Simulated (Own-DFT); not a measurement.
# What a defect does to the pressure of its cell: zincblende GaAs

The numbers are computed, not measured, by runs of the plane-wave DFT program Own-DFT (in-house, retired, unreviewed) at fixed positions, with no spin and no spin-orbit coupling.

Settings: PBE; PseudoDojo norm-conserving scalar-relativistic files; cutoff 42 hartree; 3 x 3 x 3 k mesh centred on Gamma; Fermi-Dirac smearing of 0.1 eV.

Caveats (not all hold for every row): not probed for a lower state with spin; forces on such cells failed a check on a denser k mesh; forces not confirmed at this smearing and k mesh; forces on such cells passed a denser k mesh, each cell not checked; stress not checked against mesh or cutoff.

All runs share one cell, with vectors in Å (11.307, 0.000, 0.000); (0.000, 11.307, 0.000); (0.000, 0.000, 11.307) and a volume of 1445.4 Å³. Atoms were moved at random from their sites; u is the rms move along one axis. The defect's site can differ from row to row.

| cell | formula | u (Å) | P (GPa) |
|---|---|---|---|
| no defect | As32Ga32 | 0.0206 | 3.53 |
| no defect | As32Ga32 | 0.0468 | 3.93 |
| no defect | As32Ga32 | 0.0510 | 3.93 |
| one Al on a Ga site | AlAs32Ga31 | 0.0452 | 3.78 |
| one Al on a Ga site | AlAs32Ga31 | 0.0505 | 3.96 |
| one Al on a Ga site | AlAs32Ga31 | 0.0524 | 4.09 |
| one P on an As site | As31Ga32P | 0.0297 | 3.35 |
| one P on an As site | As31Ga32P | 0.0304 | 3.36 |
| one P on an As site | As31Ga32P | 0.0316 | 3.40 |
| one As on a Ga site | As33Ga31 | 0.0294 | 4.23 |
| one As on a Ga site | As33Ga31 | 0.0298 | 4.24 |
| one As on a Ga site | As33Ga31 | 0.0558 | 4.65 |
| two Ga vacancies | As32Ga30 | 0.0271 | ? |
| two Ga vacancies | As32Ga30 | 0.0288 | 2.94 |
| two Ga vacancies | As32Ga30 | 0.0296 | 3.04 |
| two Ga vacancies | As32Ga30 | 0.0296 | 2.97 |

## Fit

P = P0 + c u² + a shift for each defect gives P0 = 3.45 GPa, c = 199 ± 21 GPa/Å² and a scatter of 0.05 GPa. The shifts, and each times the cell's volume:

- one As on a Ga site: 0.60 ± 0.04 GPa, 5.4 eV
- one Al on a Ga site: 0.00 ± 0.04 GPa, 0.0 eV (not resolved)
- one P on an As site: -0.27 ± 0.05 GPa, -2.4 eV
- two Ga vacancies: -0.64 ± 0.05 GPa, -5.8 eV (-2.9 eV for each of its 2 sites)

A positive shift means that the defect pushes the cell outwards. Shift times volume (160.2 GPa Å³ is 1 eV) depends little on the cell's size, so, taken for each site, it can be compared between cells at like pressure. The atoms around the defects weren't relaxed, which would change these numbers.

## Check

Asked: what pressure belongs in the blank (two Ga vacancies, u = 0.0271 Å)?

The fit gives 2.96 ± 0.06 GPa. The run itself gave 2.93 GPa.
